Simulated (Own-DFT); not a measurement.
# Strain and stress in grey tin, 32 atoms (Sn32)

These are calculations, not measurements. The program, named Own-DFT, is a retired in-house plane-wave density functional code that no person has reviewed. Each row is one single-point run on a periodic cell that was not relaxed, without spin or spin-orbit coupling.

Settings of every run: PBE; PseudoDojo norm-conserving scalar-relativistic files; cutoff 42 hartree; 3 x 3 x 5 k mesh centred on Gamma; cold (Marzari-Vanderbilt) smearing of 0.2 eV.

Known limits: forces on such cells failed a check on a denser k mesh; stress not checked against mesh or cutoff.

Unstrained cell vectors in Å: (12.978, 0.000, 0.000); (0.000, 12.978, 0.000); (0.000, 0.000, 6.489). The unstrained cell has measured lattice constants (interpolated for alloys), not those of this functional. That, the random moves and any unrelaxed bonds set the pressure at no strain. Each run strains this cell uniformly, with the atoms carried along. Every atom was also moved at random, by a Gaussian of width 0.05 Å on each axis. Strain is the symmetric tensor, in per cent. Stress is positive in tension, and the pressure is minus a third of its trace.

| run | e_xx (%) | e_yy (%) | e_zz (%) | s_xx (GPa) | s_yy (GPa) | s_zz (GPa) | P (GPa) | E (meV/atom) |
|---|---|---|---|---|---|---|---|---|
| 1 | -2.25 | -2.25 | 0.00 | -6.53 | -6.44 | -5.87 | 6.28 | 74.2 |
| 2 | 1.50 | 1.50 | 0.00 | -2.01 | -1.96 | -2.35 | 2.11 | 0.0 |
| 3 | 0.50 | 0.50 | 0.00 | -2.98 | -3.01 | -3.16 | 3.05 | 11.5 |
| 4 | 0.50 | 0.50 | 0.00 | -3.13 | -3.00 | -3.21 | 3.11 | 18.1 |
| 5 | -2.25 | -2.25 | 0.00 | -6.35 | -6.32 | -5.66 | 6.11 | 58.1 |
| 6 | -0.75 | -0.75 | 0.00 | -4.38 | -4.36 | -4.14 | 4.29 | 24.7 |
| 7 | -0.25 | -0.25 | 0.00 | -4.01 | -3.81 | -3.89 | 3.91 | 30.0 |
| 8 | -0.75 | -0.75 | 0.00 | -4.47 | -4.39 | -4.24 | 4.37 | 30.6 |
| 9 | -0.25 | -0.25 | 0.00 | -3.88 | -3.84 | -3.80 | 3.84 | 24.3 |
| 10 | 1.50 | 1.50 | 0.00 | -2.02 | -2.07 | -2.49 | 2.20 | 9.4 |
| 11 | -1.75 | -1.75 | 0.00 | ? | ? | ? | ? | ? |

E is the free energy for each atom above the lowest run shown.

## Worked fit

The change of volume is close to e_xx + e_yy + e_zz. A straight line through the runs shown gives P = 3.67 - 54 x (fractional change of volume) GPa, with an error of 2 on the slope and a scatter of 0.13 GPa. The strain isn't the same on all axes, but the crystal is cubic, so the slope still estimates the bulk modulus, averaged over pressures from 2.1 to 6.3 GPa.

## Withheld run

Question: what pressure should run 11 give? Its volume changes by -3.47 %.

The line gives 5.5 GPa. The calculation gave 5.55 GPa.
